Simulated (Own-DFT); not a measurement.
# From a pressure shift to a lattice shift: L1_0 TiAl, 32 atoms (Al16Ti16)

Source: density functional calculations with Own-DFT, an unreviewed in-house program that is no longer used. Nothing was measured or relaxed, and spin and spin-orbit coupling are left out.

Limits: forces on such cells failed a check on a denser k mesh; stress not checked against mesh or cutoff.

Each geometry was run with PBE and with PBEsol, otherwise alike: PseudoDojo norm-conserving scalar-relativistic files made for PBE; cutoff 42 hartree; 4 x 4 x 4 k mesh centred on Gamma; cold (Marzari-Vanderbilt) smearing of 0.2 eV. Unstrained cell vectors in Å: (5.622, 5.622, 0.000); (-5.622, 5.621, 0.000); (0.000, 0.000, 8.133). Each has a uniform strain, of which the change of volume is shown, and random moves of rms u per axis.

| run | volume change (%) | u (Å) | P with PBE (GPa) | P with PBEsol (GPa) |
|---|---|---|---|---|
| 1 | -1.61 | 0.0433 | 3.59 | 0.67 |
| 2 | 1.08 | 0.0491 | 0.57 | -2.23 |
| 3 | -1.54 | 0.0500 | 3.84 | 0.93 |
| 4 | 0.79 | 0.0469 | 0.91 | -1.90 |
| 5 | -0.32 | 0.0522 | 2.44 | -0.42 |
| 6 | 2.76 | 0.0575 | -0.85 | -3.58 |
| 7 | -1.02 | 0.0506 | 3.06 | 0.18 |
| 8 | 0.26 | 0.0525 | 1.49 | -1.34 |
| 9 | 0.14 | 0.0499 | 1.71 | -1.12 |
| 10 | 2.15 | 0.0427 | -0.81 | -3.56 |
| 11 | 2.85 | 0.0481 | -1.42 | -4.14 |
| 12 | -0.22 | 0.0452 | 1.91 | ? |

The question: by how much does PBEsol shrink this cell, and what belongs in the blank?

## Working it out

Write v for the change of volume as a fraction. Fitted to v and u², the PBE pressure has a slope of -115 ± 2 GPa in v, with the ions held to the strained lattice. The difference PBEsol less PBE is -2.84 + 4.3 v GPa (slope ± 0.1) and averages -2.82 GPa. Divided by the mean slope of the two, 113 GPa, that makes PBEsol's volume at a given pressure, near 0 GPa, about 2.5 % smaller, or 0.83 % in lengths. At one volume PBEsol's slope is the smaller by 4 GPa, but its pressure there is lower too. If stiffness rises by about 4 GPa for each GPa, PBEsol at equal pressure is stiffer by about 7 GPa. Files made for PBEsol would give a different shift.

For run 12 the line gives -0.94 GPa. Computed: -0.94 GPa.
